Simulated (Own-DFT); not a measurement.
Simulation results for AlN (wurtzite, strained, atoms displaced)

A calculation, not a measurement: plane-wave PBE density functional theory by an unreviewed code, no spin, of a simulated periodic cell, stress positive in tension, free energy of the whole cell less one offset for each atom, forces on such cells passed a denser k mesh, this cell's mesh not checked; offsets are fitted by least squares, one for each functional and potential file, so energies compare only between cells with the same atoms and settings and are not formation energies; the far tail of each file's local potential was reset to the Coulomb form; each entry is a single point on an unrelaxed cell, so the pressure reflects the starting lattice, mostly measured values (interpolated for alloys), from which strain is counted, and rises with the displacements; printed positions are rounded, which can move forces by about a meV/angstrom; the program, named Own-DFT, is a retired in-house code; no spin-orbit coupling. Program: Own-DFT development build.

Settings shared by all entries: functional PBE; potential files PseudoDojo norm-conserving, scalar-relativistic, standard set; wave cutoff 42 hartree; occupations Fermi-Dirac; smearing width 0.1 eV; hardware one NVIDIA H100; k mesh 2 x 2 x 2 centred on Gamma.

(1) 
```cif
# cell vector a (Å): 12.3228 0.0835 0.0880
# cell vector b (Å): -6.0891 10.6227 0.1096
# cell vector c (Å): 0.0705 0.1420 9.9952
data_AlN
_symmetry_space_group_name_H-M 'P 1'
_symmetry_Int_Tables_number 1
_cell_length_a 12.3234
_cell_length_b 12.2446
_cell_length_c 9.9965
_cell_angle_alpha 88.982
_cell_angle_beta 89.181
_cell_angle_gamma 119.427
_cell_volume 1313.13
loop_
_atom_site_label
_atom_site_type_symbol
_atom_site_fract_x
_atom_site_fract_y
_atom_site_fract_z
_atom_site_occupancy
Al1 Al 0.07894 0.16228 0.99783 1
Al2 Al 0.16616 0.08499 0.24703 1
N1 N 0.08696 0.16970 0.19290 1
N2 N 0.16771 0.08002 0.44408 1
Al3 Al 0.08400 0.16480 0.50774 1
Al4 Al 0.16774 0.07965 0.74993 1
N3 N 0.08363 0.16246 0.69751 1
N4 N 0.16306 0.08159 0.94251 1
Al5 Al 0.09034 0.42385 0.98993 1
Al6 Al 0.16401 0.33376 0.26119 1
N5 N 0.08414 0.42333 0.19498 1
N6 N 0.16791 0.33822 0.44245 1
Al7 Al 0.07887 0.41790 0.49559 1
Al8 Al 0.16476 0.33688 0.74996 1
N7 N 0.07828 0.41632 0.68772 1
N8 N 0.17052 0.33344 0.93602 1
Al9 Al 0.08251 0.66479 0.00208 1
Al10 Al 0.16199 0.58087 0.24848 1
N9 N 0.08900 0.67236 0.19544 1
N10 N 0.16542 0.57719 0.44502 1
Al11 Al 0.08342 0.66160 0.50259 1
Al12 Al 0.17251 0.58653 0.75555 1
N11 N 0.08072 0.66546 0.68793 1
N12 N 0.16712 0.58180 0.93752 1
Al13 Al 0.08754 0.92097 0.99866 1
Al14 Al 0.16271 0.83541 0.25638 1
N13 N 0.08336 0.91416 0.18731 1
N14 N 0.17438 0.83015 0.43786 1
Al15 Al 0.08026 0.91334 0.50283 1
Al16 Al 0.16718 0.83103 0.74147 1
N15 N 0.07906 0.91418 0.68678 1
N16 N 0.17183 0.83626 0.94697 1
Al17 Al 0.33042 0.17033 0.99575 1
Al18 Al 0.41419 0.08320 0.26331 1
N17 N 0.32784 0.17099 0.18660 1
N18 N 0.41197 0.08073 0.45736 1
Al19 Al 0.33102 0.16526 0.49571 1
Al20 Al 0.41489 0.08024 0.75240 1
N19 N 0.33869 0.16904 0.68456 1
N20 N 0.41018 0.07862 0.94730 1
Al21 Al 0.33399 0.41948 0.99690 1
Al22 Al 0.41609 0.33271 0.25388 1
N21 N 0.32614 0.41326 0.19846 1
N22 N 0.41653 0.32990 0.44669 1
Al23 Al 0.34347 0.41929 0.50103 1
Al24 Al 0.42139 0.33704 0.74333 1
N23 N 0.33387 0.41487 0.68266 1
N24 N 0.41302 0.33537 0.94259 1
Al25 Al 0.34213 0.66692 0.99042 1
Al26 Al 0.41158 0.58319 0.25085 1
N25 N 0.33882 0.67369 0.19742 1
N26 N 0.41139 0.58494 0.43916 1
Al27 Al 0.33138 0.66215 0.50172 1
Al28 Al 0.42142 0.58326 0.74583 1
N27 N 0.33316 0.66486 0.69343 1
N28 N 0.41020 0.58821 0.94428 1
Al29 Al 0.33548 0.92399 0.99087 1
Al30 Al 0.41477 0.82804 0.25582 1
N29 N 0.32696 0.91372 0.18284 1
N30 N 0.42179 0.83485 0.44138 1
Al31 Al 0.33434 0.91502 0.50048 1
Al32 Al 0.41958 0.83787 0.74569 1
N31 N 0.33553 0.91996 0.69480 1
N32 N 0.41476 0.82915 0.93820 1
Al33 Al 0.58613 0.16850 0.00575 1
Al34 Al 0.66498 0.08707 0.25964 1
N33 N 0.58327 0.16753 0.19988 1
N34 N 0.66335 0.08468 0.43342 1
Al35 Al 0.58960 0.16401 0.50557 1
Al36 Al 0.66079 0.07824 0.73827 1
N35 N 0.58451 0.17300 0.69042 1
N36 N 0.66589 0.09110 0.94377 1
Al37 Al 0.57788 0.41127 0.99448 1
Al38 Al 0.67683 0.33530 0.25127 1
N37 N 0.57650 0.41957 0.18591 1
N38 N 0.66555 0.33214 0.44093 1
Al39 Al 0.58089 0.41641 0.50246 1
Al40 Al 0.67025 0.33848 0.75106 1
N39 N 0.58207 0.41333 0.69398 1
N40 N 0.67352 0.33428 0.94652 1
Al41 Al 0.57770 0.66697 0.00125 1
Al42 Al 0.67072 0.58307 0.24079 1
N41 N 0.58690 0.67093 0.18808 1
N42 N 0.66779 0.58964 0.43988 1
Al43 Al 0.58160 0.66882 0.50255 1
Al44 Al 0.66560 0.58353 0.75396 1
N43 N 0.57810 0.66785 0.68955 1
N44 N 0.67862 0.59478 0.94045 1
Al45 Al 0.58832 0.91214 0.00064 1
Al46 Al 0.67207 0.83598 0.24474 1
N45 N 0.58231 0.91927 0.18514 1
N46 N 0.66777 0.83159 0.44256 1
Al47 Al 0.58918 0.91555 0.50467 1
Al48 Al 0.67501 0.83656 0.74897 1
N47 N 0.58320 0.91153 0.69231 1
N48 N 0.66605 0.83276 0.93896 1
Al49 Al 0.83691 0.16545 0.99626 1
Al50 Al 0.92187 0.09353 0.26122 1
N49 N 0.83539 0.16703 0.18740 1
N50 N 0.91517 0.08657 0.43834 1
Al51 Al 0.84183 0.16924 0.49615 1
Al52 Al 0.91722 0.08242 0.74210 1
N51 N 0.83243 0.16390 0.68609 1
N52 N 0.91348 0.07946 0.93228 1
Al53 Al 0.83762 0.41874 0.00372 1
Al54 Al 0.90860 0.32912 0.24895 1
N53 N 0.84034 0.41432 0.17805 1
N54 N 0.91378 0.33490 0.44127 1
Al55 Al 0.82671 0.41385 0.49534 1
Al56 Al 0.91581 0.33553 0.74860 1
N55 N 0.83944 0.42359 0.69499 1
N56 N 0.91222 0.32924 0.94393 1
Al57 Al 0.84250 0.66863 0.00437 1
Al58 Al 0.92091 0.57785 0.24739 1
N57 N 0.83437 0.66875 0.19318 1
N58 N 0.91238 0.58621 0.42676 1
Al59 Al 0.83151 0.65993 0.50284 1
Al60 Al 0.92071 0.58956 0.74195 1
N59 N 0.83435 0.66386 0.69434 1
N60 N 0.91256 0.58297 0.93972 1
Al61 Al 0.84283 0.92501 0.99616 1
Al62 Al 0.90962 0.83649 0.24905 1
N61 N 0.83391 0.91127 0.19217 1
N62 N 0.91630 0.82720 0.44220 1
Al63 Al 0.83356 0.92365 0.50237 1
Al64 Al 0.91774 0.83437 0.75182 1
N63 N 0.83428 0.92302 0.68127 1
N64 N 0.92153 0.83484 0.93370 1
_calc_free_energy_of_cell_above_offsets '-51.733'  # eV
_calc_pressure 9.76  # GPa
_calc_stress_xx -11.46  # GPa
_calc_stress_yy -11.97  # GPa
_calc_stress_zz -5.86  # GPa
_calc_stress_yz 3.64  # GPa
_calc_stress_xz 2.55  # GPa
_calc_stress_xy 3.67  # GPa
_calc_wall_time 389.8  # s
```

Force:
| element | x (eV/Å) | y (eV/Å) | z (eV/Å) |
| --- | --- | --- | --- |
| Al | -0.133 | 1.113 | 0.43 |
| Al | 0.268 | -1.236 | 0.624 |
| N | -1.519 | -0.072 | -0.526 |
| N | -1.038 | 0.357 | -0.807 |
| Al | 0.386 | 0.84 | -0.653 |
| Al | 0.527 | 0.434 | 0.057 |
| N | -0.297 | 1.006 | -0.973 |
| N | 0.57 | 1.112 | -1.073 |
| Al | -0.849 | -2.918 | 2.072 |
| Al | -0.2 | 0.317 | -1.585 |
| N | -0.105 | -2.191 | -1.163 |
| N | 0.503 | -1.342 | 1.43 |
| Al | 0.748 | -1.131 | 1.065 |
| Al | 0.74 | -0.723 | -0.811 |
| N | 0.826 | 0.567 | 0.374 |
| N | -0.671 | 0.01 | 0.325 |
| Al | -0.025 | 0.951 | 0.142 |
| Al | 1.55 | 1.781 | 0.904 |
| N | -0.856 | -1.177 | -1.025 |
| N | -0.404 | 1.887 | -0.963 |
| Al | -0.56 | 0.275 | -1.345 |
| Al | -1.236 | -0.85 | -1.488 |
| N | 1.515 | 0.592 | 0.136 |
| N | 0.158 | 1.918 | 0.426 |
| Al | 0.246 | -1.835 | 0.627 |
| Al | 1.523 | -0.098 | -1.462 |
| N | -1.809 | 1.063 | 0.542 |
| N | -1.593 | 0.059 | 1.716 |
| Al | 0.552 | -0.616 | -1.184 |
| Al | -0.486 | 0.34 | 1.807 |
| N | 1.063 | 0.385 | 0.65 |
| N | -1.059 | -1.03 | -2.282 |
| Al | 0.335 | -1.062 | 0.943 |
| Al | -0.252 | -0.824 | -1.626 |
| N | 1.711 | -0.208 | 0.857 |
| N | 1.72 | 0.712 | -2.083 |
| Al | -0.105 | -0.317 | 1.493 |
| Al | -0.039 | 1.552 | 0.165 |
| N | -1.047 | -0.343 | 1.367 |
| N | 0.646 | 4.551 | -1.999 |
| Al | -0.798 | -0.35 | 1.756 |
| Al | -0.723 | 0.172 | -0.402 |
| N | 0.881 | 1.001 | -1.144 |
| N | 0.536 | 0.728 | -1.214 |
| Al | -2.432 | -0.094 | -1.031 |
| Al | -1.36 | -1.768 | 1.075 |
| N | -0.226 | 0.77 | 1.707 |
| N | 0.941 | 0.366 | -1.728 |
| Al | -6.052 | 2.738 | 3.291 |
| Al | 1.265 | -0.08 | -0.074 |
| N | -1.095 | -2.393 | -1.828 |
| N | 2.39 | -0.406 | 0.293 |
| Al | -1.077 | 0.921 | 0.24 |
| Al | -2.13 | -0.766 | 0.85 |
| N | 0.315 | 0.708 | -0.605 |
| N | 5.933 | -3.491 | -2.521 |
| Al | 1.028 | -4.03 | 2.591 |
| Al | -0.664 | 2.511 | -1.17 |
| N | 0.927 | 1.092 | 1.856 |
| N | 0.028 | -0.198 | 1.123 |
| Al | 0.305 | -0.433 | 0.344 |
| Al | 0.009 | -1.645 | 1.337 |
| N | -0.089 | -0.883 | -1.034 |
| N | 0.55 | 1.795 | -0.741 |
| Al | -1.276 | -0.455 | 0.476 |
| Al | 0.902 | -1.586 | -3.688 |
| N | -0.747 | 0.698 | -0.513 |
| N | 2.442 | -0.625 | 3.221 |
| Al | -2.832 | 0.714 | -0.284 |
| Al | 0.609 | 1.328 | 2.46 |
| N | 0.513 | -0.861 | 0.211 |
| N | 2.04 | -2.045 | -1.518 |
| Al | 0.931 | 1.559 | 0.839 |
| Al | -2.347 | -0.048 | -0.737 |
| N | 2.078 | -0.637 | 0.306 |
| N | -0.123 | 0.133 | -0.209 |
| Al | 0.559 | 0.583 | -0.517 |
| Al | 1.031 | -0.651 | 1.035 |
| N | 0.406 | 1.77 | -0.555 |
| N | -1.538 | 0.262 | -0.895 |
| Al | 1.539 | -0.052 | 0.101 |
| Al | -1.419 | 0.225 | 1.068 |
| N | -0.742 | -0.799 | 0.294 |
| N | 0.112 | -1.615 | 0.101 |
| Al | -0.032 | -0.709 | -0.974 |
| Al | 0.42 | 0.29 | -0.124 |
| N | 2.377 | 0.625 | 0.25 |
| N | -1.673 | -1.736 | 0.046 |
| Al | -2.852 | 1.819 | -0.148 |
| Al | -1.788 | -0.427 | 0.722 |
| N | 0.854 | 0.08 | 1.501 |
| N | 0.352 | 1.278 | -0.667 |
| Al | -1.271 | -0.152 | -1.127 |
| Al | -1.173 | -0.933 | 0.65 |
| N | 0.107 | 1.001 | -0.784 |
| N | 1.96 | 0.278 | -0.703 |
| Al | -1.759 | -0.411 | 0.407 |
| Al | 0.419 | -1.464 | -3.018 |
| N | -0.434 | -0.371 | 0.775 |
| N | 2.034 | -0.235 | 1.243 |
| Al | -2.904 | 0.426 | 1.087 |
| Al | -0.389 | 0.534 | 1.063 |
| N | -0.413 | 0.591 | -0.262 |
| N | 0.622 | 1.804 | -0.046 |
| Al | -0.434 | -0.382 | -2.747 |
| Al | 2.716 | 0.356 | -0.049 |
| N | -1.91 | 0.933 | 3.13 |
| N | 0.06 | -0.259 | -0.865 |
| Al | 0.617 | 1.36 | 1.285 |
| Al | 0.032 | -0.983 | 0.849 |
| N | -1.129 | -0.646 | -1.682 |
| N | 1.683 | 1.388 | -1.225 |
| Al | -1.915 | 0.698 | 0.035 |
| Al | -0.971 | 1.482 | -0.966 |
| N | 1.312 | -0.327 | -0.798 |
| N | 1.905 | -1.507 | 2.392 |
| Al | -1.237 | 1.191 | -0.344 |
| Al | 0.024 | -1.422 | 2.318 |
| N | -1.644 | 1.061 | -1.143 |
| N | 2.445 | 0.096 | -0.432 |
| Al | -0.632 | -3.274 | 1.096 |
| Al | 4.33 | -1.943 | 1.547 |
| N | -2.151 | 3.67 | -1.62 |
| N | -0.859 | 1.549 | 0.012 |
| Al | 1.066 | -2.365 | -1.785 |
| Al | -0.441 | -0.621 | -0.99 |
| N | 1.027 | -0.997 | 1.626 |
| N | -0.254 | 0.634 | 1.19 |

(2) 
```cif
# cell vector a (Å): 12.2668 0.0372 -0.1206
# cell vector b (Å): -6.1012 10.9435 -0.0563
# cell vector c (Å): -0.0966 -0.1078 9.9225
data_AlN
_symmetry_space_group_name_H-M 'P 1'
_symmetry_Int_Tables_number 1
_cell_length_a 12.2674
_cell_length_b 12.5295
_cell_length_c 9.9236
_cell_angle_alpha 90.529
_cell_angle_beta 91.123
_cell_angle_gamma 118.962
_cell_volume 1333.98
loop_
_atom_site_label
_atom_site_type_symbol
_atom_site_fract_x
_atom_site_fract_y
_atom_site_fract_z
_atom_site_occupancy
Al1 Al 0.08361 0.17176 0.00423 1
Al2 Al 0.16830 0.09351 0.24709 1
N1 N 0.08671 0.17218 0.18429 1
N2 N 0.16119 0.07983 0.43702 1
Al3 Al 0.08512 0.16715 0.50384 1
Al4 Al 0.17275 0.08203 0.74484 1
N3 N 0.08125 0.16514 0.68634 1
N4 N 0.15921 0.08313 0.94345 1
Al5 Al 0.09088 0.42447 0.00313 1
Al6 Al 0.16399 0.32998 0.24527 1
N5 N 0.08692 0.41641 0.19134 1
N6 N 0.17216 0.33307 0.43894 1
Al7 Al 0.09158 0.41716 0.50271 1
Al8 Al 0.16156 0.32782 0.74156 1
N7 N 0.08586 0.41893 0.69848 1
N8 N 0.15656 0.32847 0.94058 1
Al9 Al 0.07364 0.65935 0.00450 1
Al10 Al 0.16434 0.58670 0.24321 1
N9 N 0.07984 0.66810 0.18994 1
N10 N 0.16517 0.58875 0.44572 1
Al11 Al 0.08572 0.66682 0.49838 1
Al12 Al 0.17187 0.58674 0.74859 1
N11 N 0.07692 0.65993 0.69345 1
N12 N 0.16182 0.57466 0.94119 1
Al13 Al 0.07061 0.90610 0.00169 1
Al14 Al 0.16511 0.83149 0.25022 1
N13 N 0.07970 0.90696 0.18605 1
N14 N 0.16697 0.82972 0.44142 1
Al15 Al 0.08473 0.92114 0.49911 1
Al16 Al 0.15868 0.83383 0.75411 1
N15 N 0.08447 0.91280 0.68921 1
N16 N 0.16910 0.83121 0.93431 1
Al17 Al 0.33648 0.17192 0.00221 1
Al18 Al 0.41431 0.08075 0.25255 1
N17 N 0.33301 0.16911 0.18994 1
N18 N 0.42630 0.08369 0.43782 1
Al19 Al 0.32241 0.16656 0.49774 1
Al20 Al 0.41595 0.08550 0.75590 1
N19 N 0.32107 0.15302 0.68646 1
N20 N 0.41459 0.07439 0.93645 1
Al21 Al 0.34369 0.41272 0.99669 1
Al22 Al 0.41352 0.32894 0.25547 1
N21 N 0.32742 0.40547 0.19209 1
N22 N 0.41645 0.33788 0.44063 1
Al23 Al 0.32910 0.41208 0.49321 1
Al24 Al 0.41937 0.32980 0.75362 1
N23 N 0.33729 0.41814 0.68178 1
N24 N 0.42241 0.32895 0.93523 1
Al25 Al 0.33057 0.66420 0.00187 1
Al26 Al 0.41468 0.58124 0.25112 1
N25 N 0.33504 0.67321 0.19467 1
N26 N 0.41507 0.58257 0.44684 1
Al27 Al 0.33735 0.67202 0.50518 1
Al28 Al 0.42089 0.58754 0.75328 1
N27 N 0.33224 0.66740 0.67633 1
N28 N 0.42218 0.59029 0.93688 1
Al29 Al 0.32844 0.91683 0.99979 1
Al30 Al 0.42408 0.84119 0.25158 1
N29 N 0.33184 0.92746 0.19647 1
N30 N 0.41214 0.82816 0.44330 1
Al31 Al 0.33735 0.91776 0.49655 1
Al32 Al 0.42161 0.83431 0.74708 1
N31 N 0.33456 0.91291 0.69792 1
N32 N 0.42181 0.83703 0.94258 1
Al33 Al 0.57568 0.16946 0.99266 1
Al34 Al 0.66586 0.07650 0.25182 1
N33 N 0.58110 0.16844 0.18619 1
N34 N 0.66826 0.08301 0.43942 1
Al35 Al 0.58281 0.16856 0.49754 1
Al36 Al 0.66119 0.07947 0.74390 1
N35 N 0.57976 0.16956 0.69199 1
N36 N 0.68418 0.08981 0.94076 1
Al37 Al 0.58344 0.41848 0.99288 1
Al38 Al 0.66521 0.32904 0.25848 1
N37 N 0.59089 0.42333 0.18918 1
N38 N 0.66498 0.34121 0.44288 1
Al39 Al 0.58617 0.41497 0.50347 1
Al40 Al 0.67852 0.33747 0.75137 1
N39 N 0.57660 0.41953 0.69297 1
N40 N 0.65894 0.33278 0.93443 1
Al41 Al 0.57884 0.66521 0.00369 1
Al42 Al 0.67059 0.58463 0.25162 1
N41 N 0.58437 0.66501 0.19392 1
N42 N 0.66418 0.57914 0.43882 1
Al43 Al 0.58337 0.66989 0.49973 1
Al44 Al 0.67296 0.58359 0.74912 1
N43 N 0.58618 0.67245 0.69184 1
N44 N 0.66843 0.57781 0.94108 1
Al45 Al 0.57637 0.90734 0.99627 1
Al46 Al 0.66869 0.83570 0.24813 1
N45 N 0.58787 0.92231 0.18986 1
N46 N 0.66556 0.83529 0.44200 1
Al47 Al 0.58775 0.91468 0.49516 1
Al48 Al 0.67096 0.83540 0.75290 1
N47 N 0.58853 0.91557 0.69012 1
N48 N 0.66858 0.82655 0.93950 1
Al49 Al 0.83272 0.17252 0.99234 1
Al50 Al 0.91896 0.08401 0.24600 1
N49 N 0.84442 0.17249 0.18396 1
N50 N 0.92079 0.08798 0.44260 1
Al51 Al 0.83005 0.16583 0.49718 1
Al52 Al 0.91898 0.08685 0.75032 1
N51 N 0.82911 0.17044 0.68440 1
N52 N 0.92105 0.08730 0.94206 1
Al53 Al 0.83814 0.41892 0.99977 1
Al54 Al 0.91778 0.33356 0.25294 1
N53 N 0.83025 0.41722 0.18830 1
N54 N 0.91580 0.33280 0.43581 1
Al55 Al 0.83187 0.42169 0.50474 1
Al56 Al 0.91555 0.33643 0.74574 1
N55 N 0.83794 0.41875 0.70266 1
N56 N 0.91409 0.33451 0.94772 1
Al57 Al 0.83611 0.67546 0.99845 1
Al58 Al 0.91380 0.57555 0.25079 1
N57 N 0.83509 0.65917 0.19035 1
N58 N 0.92343 0.58566 0.44222 1
Al59 Al 0.83197 0.66676 0.50171 1
Al60 Al 0.92051 0.58542 0.74958 1
N59 N 0.83290 0.66358 0.67719 1
N60 N 0.90944 0.58130 0.94946 1
Al61 Al 0.83512 0.91588 0.00085 1
Al62 Al 0.92183 0.83828 0.25537 1
N61 N 0.83185 0.91195 0.18791 1
N62 N 0.92123 0.84355 0.43951 1
Al63 Al 0.83072 0.91697 0.50755 1
Al64 Al 0.91406 0.82850 0.75478 1
N63 N 0.83216 0.91429 0.69303 1
N64 N 0.91582 0.83581 0.94152 1
_calc_free_energy_of_cell_above_offsets '-51.686'  # eV
_calc_pressure 6.39  # GPa
_calc_stress_xx -11  # GPa
_calc_stress_yy -0.01  # GPa
_calc_stress_zz -8.15  # GPa
_calc_stress_yz -2.91  # GPa
_calc_stress_xz -2.63  # GPa
_calc_stress_xy -0.13  # GPa
_calc_wall_time 361.1  # s
```

Force:
| element | x (eV/Å) | y (eV/Å) | z (eV/Å) |
| --- | --- | --- | --- |
| Al | 0.089 | -0.37 | -1.892 |
| Al | 0.766 | -2.139 | -0.603 |
| N | -0.551 | -1.126 | 1.928 |
| N | 0.122 | 0.466 | -0.347 |
| Al | -0.76 | 0.322 | -1.217 |
| Al | -3.776 | -1.633 | 2.423 |
| N | 0.736 | -0.25 | 0.656 |
| N | 1.865 | -0.533 | -0.504 |
| Al | -0.848 | -2.911 | -0.224 |
| Al | 0.022 | 0.671 | 0.62 |
| N | -0.924 | 1.241 | 0.361 |
| N | -1.902 | -1.539 | -0.43 |
| Al | -1.688 | 0.828 | -0.387 |
| Al | 1.21 | 1.008 | 1.583 |
| N | -0.455 | -0.11 | -1.509 |
| N | 2.37 | 1.169 | -0.674 |
| Al | 1.141 | 1.227 | -1.136 |
| Al | 0.902 | -0.572 | 1.767 |
| N | 0.479 | -0.293 | 0.146 |
| N | 2.17 | -1.824 | -1.338 |
| Al | -0.706 | 0.948 | 1.205 |
| Al | -0.543 | -0.498 | -0.131 |
| N | 1.031 | 1.768 | -0.227 |
| N | 0.037 | 2.826 | -0.175 |
| Al | 3.079 | 2.755 | -0.182 |
| Al | 0.28 | 0.023 | 0.448 |
| N | -0.66 | 2.063 | 0.804 |
| N | -0.519 | 1.004 | -0.024 |
| Al | 0.848 | -1.259 | 0.029 |
| Al | 3.286 | -1.41 | -1.396 |
| N | -2.277 | 1.137 | -0.094 |
| N | -1.878 | -1.159 | 2.172 |
| Al | -0.589 | -2.017 | -0.455 |
| Al | 0.346 | 2.216 | -0.438 |
| N | 0.288 | -0.318 | 0.497 |
| N | -2.939 | -0.579 | 0.507 |
| Al | 2.661 | 0.6 | -0.164 |
| Al | 0.466 | -1.565 | -2.045 |
| N | 2.596 | 3.14 | -0.513 |
| N | -1.518 | 1.275 | 1.311 |
| Al | -2.915 | 0.358 | 0.243 |
| Al | 1.568 | 1.328 | -0.853 |
| N | 0.355 | 2.153 | -1.001 |
| N | 1.088 | -2.092 | 0.379 |
| Al | 1.334 | 2.576 | 1.262 |
| Al | -1.441 | -0.048 | -2.36 |
| N | -0.604 | -0.61 | 2.055 |
| N | -1.296 | -0.336 | 0.829 |
| Al | -0.065 | 0.92 | 0.059 |
| Al | 0.111 | -0.258 | 0.586 |
| N | 0.23 | -0.365 | -0.743 |
| N | -0.006 | -0.192 | -1.303 |
| Al | -0.514 | -1.295 | -3.657 |
| Al | -0.016 | -0.769 | -2.338 |
| N | 0.574 | 0.259 | 5.44 |
| N | -1.12 | -2.084 | 1.093 |
| Al | 1.049 | -0.05 | 0.316 |
| Al | -1.22 | -0.737 | 0.003 |
| N | 1.093 | -2.902 | -1.277 |
| N | 1.452 | 1.553 | -0.846 |
| Al | -0.711 | 0.095 | 1.306 |
| Al | -0.408 | -0.429 | 0.094 |
| N | -1.001 | 0.994 | -1.113 |
| N | -2.315 | -2.21 | -0.563 |
| Al | 2.855 | 0.21 | 0.773 |
| Al | 0.12 | 3.158 | -1.406 |
| N | 0.406 | -0.636 | 0.772 |
| N | -0.99 | -0.713 | 0.103 |
| Al | 1.065 | 0.731 | 0.918 |
| Al | 0.714 | 0.935 | 1.132 |
| N | 0.567 | 0.172 | -0.432 |
| N | -5.96 | -3.651 | -1.753 |
| Al | 1.596 | 0.467 | 1.836 |
| Al | -0.298 | 1.037 | -2.402 |
| N | -1.254 | -1.705 | 0.077 |
| N | 2.461 | -2.259 | 0.431 |
| Al | -3.072 | 1.683 | 0.438 |
| Al | -2.783 | -1.047 | 0.058 |
| N | 2.549 | -0.239 | -0.432 |
| N | 1.691 | -0.297 | 0.623 |
| Al | 2.411 | 0.499 | -0.21 |
| Al | 0.369 | -0.511 | -0.497 |
| N | -0.985 | 0.668 | -0.143 |
| N | 0.003 | 0.765 | 0.917 |
| Al | 0.379 | -0.83 | 0.201 |
| Al | -1.702 | -0.047 | -0.008 |
| N | 0.614 | -0.422 | -0.034 |
| N | -1.072 | 1.695 | -0.53 |
| Al | 2.996 | 3.062 | 0.509 |
| Al | 0.283 | -0.846 | 0.168 |
| N | -0.143 | -1.728 | -0.293 |
| N | 1.481 | -0.97 | -1.032 |
| Al | -2.226 | 0.918 | 1.164 |
| Al | -0.103 | -0.751 | -0.132 |
| N | -0.908 | 0.317 | -0.406 |
| N | -0.845 | 0.416 | 0.918 |
| Al | 3.708 | 1.307 | 1.913 |
| Al | -0.125 | -0.065 | 0.28 |
| N | -1.473 | -0.894 | 1.152 |
| N | -0.53 | -1.229 | -0.516 |
| Al | 1.233 | 1.211 | -0.182 |
| Al | -0.606 | -0.441 | 0.231 |
| N | 0.714 | -0.246 | 0.766 |
| N | -0.732 | -1.218 | -0.437 |
| Al | -2.183 | -0.618 | 0.426 |
| Al | -0.098 | 0.075 | -1.55 |
| N | 0.777 | -1.02 | 0.861 |
| N | -0.151 | 0.287 | 2.072 |
| Al | 1.585 | 0.085 | -0.52 |
| Al | 2.129 | -1.212 | 1.612 |
| N | -1.187 | 1.342 | -2.269 |
| N | 1.355 | 0.654 | -1.679 |
| Al | -0.329 | -2.019 | 1.544 |
| Al | -0.143 | 0.831 | 0.216 |
| N | -1.189 | 2.331 | 0.271 |
| N | -1.823 | -0.894 | 0.005 |
| Al | 0.559 | 0.601 | -3.239 |
| Al | -0.815 | -0.564 | 0.917 |
| N | 0.173 | 0.593 | 3.887 |
| N | 0.486 | 0.587 | -1.975 |
| Al | -1.331 | 1.64 | -0.329 |
| Al | -0.169 | -1.818 | -0.813 |
| N | 0.106 | 1.11 | 0.527 |
| N | -0.562 | -1.636 | 0.977 |
| Al | 0.731 | 0.969 | -1.165 |
| Al | 0.198 | 0.68 | -1.737 |
| N | 0.572 | 0.817 | 0.512 |
| N | -0.583 | -1.767 | -1.051 |
